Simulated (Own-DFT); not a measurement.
# A surface energy from a slab and the bulk: wurtzite GaN, m plane (10-10)

Source: density functional calculations with Own-DFT, an unreviewed in-house program that is no longer used. Nothing was measured or relaxed, and spin and spin-orbit coupling are left out.

Known weak points (not all hold for every row): some atoms lie very close together; forces not confirmed at this smearing and k mesh; k mesh not checked against a denser one; forces on such cells passed a denser k mesh, each cell not checked.

Both sets of runs: PBE; PseudoDojo norm-conserving scalar-relativistic files (stringent for Ga); cutoff 96 hartree; Gaussian smearing of 0.01 eV. The slab has 64 atoms in 16 layers, two equal faces of 33.07 Å² as cut, 15 Å of vacuum, a dipole correction along the normal and a 6 x 6 x 1 mesh. The bulk cell has 96 atoms, the same measured lattice constants and a 3 x 4 x 3 mesh. In the slab only the 16 atoms nearest the faces were moved at random; u is their rms move along one axis. Energies are counted from -3520.29 eV for each atom.

| slab run | u (Å) | E (eV, cell) |
|---|---|---|
| 1 | 0.0439 | 9.139 |
| 2 | 0.0478 | 8.271 |
| 3 | 0.0482 | 8.647 |
| 4 | 0.0492 | 8.747 |
| 5 | 0.0540 | 8.741 |
| 6 | 0.0557 | 8.684 |
| 7 | 0.0849 | 10.793 |
| 8 | 0.0970 | 13.035 |
| 9 | 0.1006 | 11.314 |
| 10 | 0.1023 | 12.049 |
| 11 | 0.1091 | 15.517 |
| 12 | 0.1100 | 13.053 |

| bulk run | u (Å) | E (meV/atom) |
|---|---|---|
| 1 | 0.0194 | 0.49 |
| 2 | 0.0194 | 1.25 |
| 3 | 0.0196 | 0.93 |
| 4 | 0.0210 | 3.77 |
| 5 | 0.0217 | 3.79 |
| 6 | 0.0455 | 49.51 |
| 7 | 0.0492 | 54.04 |
| 8 | 0.0493 | 56.90 |
| 9 | 0.0516 | 67.89 |
| 10 | 0.0518 | 63.62 |

Q: what is the energy of the unrelaxed surface?

## Working it out

Take each set to u = 0 with E = a + b u². Residuals are scaled by 1/(u² + 0.0006 Å²) to tame the large moves. Slab: a = 7.60 ± 0.26 eV. Bulk: a = -9.3 ± 0.5 meV/atom. The excess is 7.60 - 64 x (-0.0093) = 8.20 ± 0.26 eV. Over two faces that is 124 meV/Å², or 1.99 ± 0.06 J/m². Relaxing the faces would lower the energy, and the unlike meshes and the reach from the smallest u down to zero add errors that aren't counted here.
